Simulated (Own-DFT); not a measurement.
# Which defects push the lattice out? zincblende InP

No measurement is shown. These are fixed-geometry runs of a retired plane-wave code named Own-DFT, which no person has reviewed; spin and spin-orbit coupling are neglected.

Method: PBE; PseudoDojo norm-conserving scalar-relativistic files; cutoff 36 hartree; 2 x 3 x 3 k mesh centred on Gamma; Fermi-Dirac smearing of 0.1 eV.

Keep in mind (not all hold for every row): not probed for a lower state with spin; forces on such cells failed a check on a denser k mesh; forces not confirmed at this smearing and k mesh; stress not checked against mesh or cutoff.

All runs share one cell, with vectors in Å (17.606, 0.000, 0.000); (0.000, 11.737, 0.000); (0.000, 0.000, 11.737) and a volume of 2425.5 Å³. The atoms are randomly displaced, by u rms on each axis. The defect's site can differ from row to row.

```
cell,formula,u (Å),P (GPa)
no defect,In48P48,0.0197,3.21
no defect,In48P48,0.0212,3.22
no defect,In48P48,0.0493,3.56
one In on a P site and one P on an In site,In48P48,0.0298,3.53
one In on a P site and one P on an In site,In48P48,0.0298,3.53
one In on a P site and one P on an In site,In48P48,0.0505,?
one In on a P site and one P on an In site,In48P48,0.0517,3.87
two P vacancies,In48P46,0.0455,3.31
two P vacancies,In48P46,0.0467,3.27
two P vacancies,In48P46,0.0511,3.41
one P on an In site,In47P49,0.0288,3.18
one P on an In site,In47P49,0.0299,3.16
one P on an In site,In47P49,0.0469,3.43
two P on an In site each,In46P50,0.0308,3.03
two P on an In site each,In46P50,0.0490,3.33
two P on an In site each,In46P50,0.0523,3.30
```

## Fit

P = P0 + c u² + a shift for each defect gives P0 = 3.13 GPa, c = 180 ± 10 GPa/Å² and a scatter of 0.03 GPa. The shifts, and each times the cell's volume:

- one In on a P site and one P on an In site: 0.24 ± 0.02 GPa, 3.7 eV
- one P on an In site: -0.12 ± 0.02 GPa, -1.7 eV
- two P vacancies: -0.22 ± 0.03 GPa, -3.3 eV (-1.6 eV for each of its 2 sites)
- two P on an In site each: -0.28 ± 0.03 GPa, -4.3 eV (-2.1 eV for each of its 2 sites)

Positive is outwards. The product with the volume (160.2 GPa Å³ to the eV) is nearly free of the cell's size; divided by the bulk modulus at the cell's pressure it gives the volume that the defect adds. The atoms around the defects weren't relaxed, which would change these numbers.

## Test on the hidden row

The question: what pressure belongs in the blank (one In on a P site and one P on an In site, u = 0.0505 Å)?

Estimate: 3.84 ± 0.04 GPa. The run itself gave 3.80 GPa.
